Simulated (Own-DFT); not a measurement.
# Computed records: TiSi₂ (C49 TiSi2 crystal, strained, atoms displaced)

Computed with Own-DFT development build. A calculation, not a measurement: plane-wave density functional theory by an unreviewed code, no spin, of a simulated periodic cell, stress positive in tension, run twice, with PBE and with PBEsol, both on files made for PBE, so the change isn't that of files made for PBEsol, forces on such cells moved up to 12 meV/angstrom on a denser k mesh; the far tail of each file's local potential was reset to the Coulomb form; each entry is a single point on an unrelaxed cell, so the pressure reflects the starting lattice, taken from the Materials Project, from which strain is counted, and rises with the displacements; printed positions are rounded, which can move forces by about a meV/angstrom; the program, named Own-DFT, is a retired in-house code; no spin-orbit coupling; stress was not checked against mesh or cutoff.

```xyz
60
Lattice="5.1732 -6.6589 3.6061 7.0949 0.1796 -7.1647 5.4298 6.8142 3.5196" Properties=species:S:1:pos:R:3:PBE_force_x:R:1:PBE_force_y:R:1:PBE_force_z:R:1:PBEsol_force_x:R:1:PBEsol_force_y:R:1:PBEsol_force_z:R:1 formula=TiSi2 functional=PBE,then_PBEsol potential_files=PseudoDojo_norm-conserving,scalar-relativistic,standard_set wave_cutoff=42 occupations=cold_(Marzari-Vanderbilt) smearing_width=0.2 k_mesh=4_x_4_x_4_centred_on_Gamma PBE_pressure=2.85 PBE_stress_xx=-2.27 PBE_stress_yy=-3.45 PBE_stress_zz=-2.83 PBE_stress_yz=-1.84 PBE_stress_xz=-0.62 PBE_stress_xy=4.17 PBEsol_pressure=-0.47 PBEsol_stress_xx=1.14 PBEsol_stress_yy=0.11 PBEsol_stress_zz=0.15 PBEsol_stress_yz=-1.86 PBEsol_stress_xz=-0.62 PBEsol_stress_xy=4.15 rms_change_of_force_components_from_PBE_to_PBEsol=0.02
Ti    12.2404    -5.1157    -2.7290      0.694       0.31      0.719      0.688      0.287      0.712
Ti    14.1480    -1.0764    -0.9260      0.312     -0.478      0.221      0.296     -0.457      0.216
Si    12.3915    -0.4739    -2.6496     -0.403     -0.579     -1.105     -0.395     -0.623      -1.11
Si     8.8437     0.9376    -4.5371      0.286      0.887      0.595      0.283      0.945      0.608
Si     7.0509    -3.3001     4.4094     -0.793      0.522      0.486     -0.787      0.518      0.489
Si    12.4118    -3.1363    -0.9014     -1.073      0.169      -0.39     -1.089      0.167     -0.403
Ti     8.8154    -5.1361     0.8322     -0.494     -0.916      0.851     -0.487     -0.921      0.848
Ti    10.5668    -1.2510     2.7003      0.502      0.805     -0.437      0.498      0.809     -0.428
Si     8.8044    -0.5814     0.8003      0.203     -0.651      1.507      0.192     -0.699       1.51
Si     5.3235     0.8997    -0.9347      0.258      0.417      0.599      0.259      0.471      0.614
Si    10.6070    -3.1657     0.9914      -0.42      0.061     -0.963     -0.426      0.059     -0.967
Si     8.7564    -3.3501     2.7379      0.462      1.176      -1.04      0.467      1.156     -1.042
Ti    14.2082     1.6708     0.9140     -0.131     -0.352      -0.74      -0.12     -0.363     -0.727
Ti    10.5472    -1.1370    -0.9105      0.961     -0.679     -0.002      0.948     -0.645     -0.001
Si     8.8393    -0.6010    -2.7131      -0.04     -0.229      0.224     -0.045     -0.276      0.219
Si    10.5859    -5.7799    -0.9137       -0.4      1.259      1.551      -0.39      1.315      1.566
Si    10.5002    -3.1553    -2.6418      0.637      0.205      0.363      0.647      0.199      0.375
Si     8.7464    -3.2615    -0.8685      0.549      0.798     -0.167      0.553      0.778     -0.167
Ti     7.0667     1.4055     4.4073      0.921       1.12      0.564      0.912      1.081      0.556
Ti    10.5649    -1.2010    -4.5585      0.786      1.072      1.622      0.761      1.064      1.609
Si     1.7246    -0.7882     0.9775     -0.182     -0.457     -1.402     -0.185     -0.521     -1.415
Si    16.0084     1.1076    -0.9931     -0.905      -0.19      0.791     -0.884     -0.144      0.798
Si     3.4998    -3.2664     0.9841     -0.001     -0.608     -1.123      0.011     -0.591     -1.125
Si     8.9097    -3.1251    -4.4237     -1.372     -0.636     -0.372      -1.38     -0.623     -0.368
Ti    10.6295     1.5570     4.4918      0.538      0.182     -0.403      0.529      0.161     -0.399
Ti     7.0812    -1.2723     2.6732     -0.227     -0.303      0.031      -0.23     -0.278      0.034
Si     5.2605    -0.6703     0.9141      0.154     -0.527     -0.609       0.15     -0.576     -0.618
Si     6.9720    -5.8103     2.7770      0.232     -0.156     -0.644      0.226     -0.118     -0.636
Si     7.0987    -3.2209     0.8882     -0.904     -0.018      0.458      -0.91     -0.011      0.466
Si     5.2117    -3.2886     2.7845      0.309      0.102     -0.673      0.303      0.097     -0.683
Ti    10.6086     1.6045     0.8328      0.654     -0.544      0.351      0.649     -0.546      0.348
Ti     7.0063    -1.2827    -0.8722       0.33      0.382     -0.364      0.328      0.398     -0.361
Si     5.2512    -0.6324    -2.6324      0.195     -0.565     -0.793      0.189     -0.618     -0.806
Si    12.3706     1.0430     2.7226      0.211     -0.344     -0.737      0.213       -0.3     -0.732
Si    12.4121     3.5748     0.8495      0.287      0.217       -0.1      0.299      0.216     -0.104
Si    10.7009     3.5367     2.6176     -0.298      0.069      0.503     -0.303      0.068       0.51
Ti    10.6358     1.6483    -2.8201      0.437      -0.85      0.796      0.435     -0.858        0.8
Ti     7.0359    -1.1607    -4.3816      0.393     -1.283     -0.563      0.392     -1.242     -0.569
Si    10.7581     6.2301    -2.6516     -0.064     -1.162     -2.124     -0.067     -1.212     -2.138
Si    12.4553     1.0348    -0.8988     -0.429      0.649     -0.063     -0.417      0.701     -0.058
Si    12.4948     3.5730    -2.6686     -0.103      0.472     -0.502     -0.099      0.462      -0.52
Si    10.6870     3.5062    -0.9595     -0.124      0.614     -0.221     -0.143      0.603     -0.222
Ti     7.0782     1.4350     0.8997      0.659      1.035     -0.815      0.656      1.006     -0.806
Ti     3.4787    -1.2773    -0.8941      0.556     -0.559      0.729      0.548     -0.541      0.725
Si     7.2361     6.0480     0.8979     -0.618      0.284     -0.768     -0.615      0.234     -0.761
Si     8.9457     0.9882     2.6745     -0.597     -0.372     -0.181     -0.588     -0.334     -0.177
Si     8.9325     3.5520     0.8480     -0.021      0.002     -0.082          0      0.005     -0.084
Si     7.1909     3.4386     2.5738     -0.423      0.184      0.754     -0.435      0.182      0.763
Ti     7.1679     1.5433    -2.6707     -0.763     -0.157     -0.468      -0.75     -0.167      -0.47
Ti     8.9689     5.5425    -0.9867     -0.148     -0.286       0.69      -0.15     -0.265      0.691
Si    12.4227    -0.5500     0.8373      -0.75     -0.041      0.753     -0.739      -0.09      0.756
Si     8.8675     0.9331    -0.9222      0.066      0.692     -0.389      0.071      0.747     -0.391
Si     8.8326     3.4898    -2.7609      1.123       0.78      0.423      1.143      0.765      0.434
Si     7.1952     3.5360    -0.9196     -0.181     -0.281      0.266     -0.189     -0.274      0.266
Ti     3.6283     1.5138     0.8593     -0.442     -1.395      0.519     -0.435     -1.385      0.514
Ti     5.4681     5.4305     2.6916     -0.675      -0.09     -0.345     -0.667     -0.056     -0.354
Si     8.8247    -0.6803     4.4456       0.19     -0.118      0.138      0.177     -0.165      0.125
Si     5.4301     0.8726     2.6307     -1.225      0.238      0.696       -1.2      0.295        0.7
Si     5.3440     3.5015     0.8332      0.465      -0.24      0.537      0.466     -0.237      0.533
Si    10.6226     3.5820    -4.5832      0.835      0.362      0.847      0.837      0.348      0.859
```

Units: wave_cutoff in hartree; smearing_width in eV; PBE_pressure, PBE_stress_xx, PBE_stress_yy, PBE_stress_zz, PBE_stress_yz, PBE_stress_xz, PBE_stress_xy, PBEsol_pressure, PBEsol_stress_xx, PBEsol_stress_yy, PBEsol_stress_zz, PBEsol_stress_yz, PBEsol_stress_xz, PBEsol_stress_xy in GPa; rms_change_of_force_components_from_PBE_to_PBEsol, PBE_force_x, PBE_force_y, PBE_force_z, PBEsol_force_x, PBEsol_force_y, PBEsol_force_z in eV/Å.
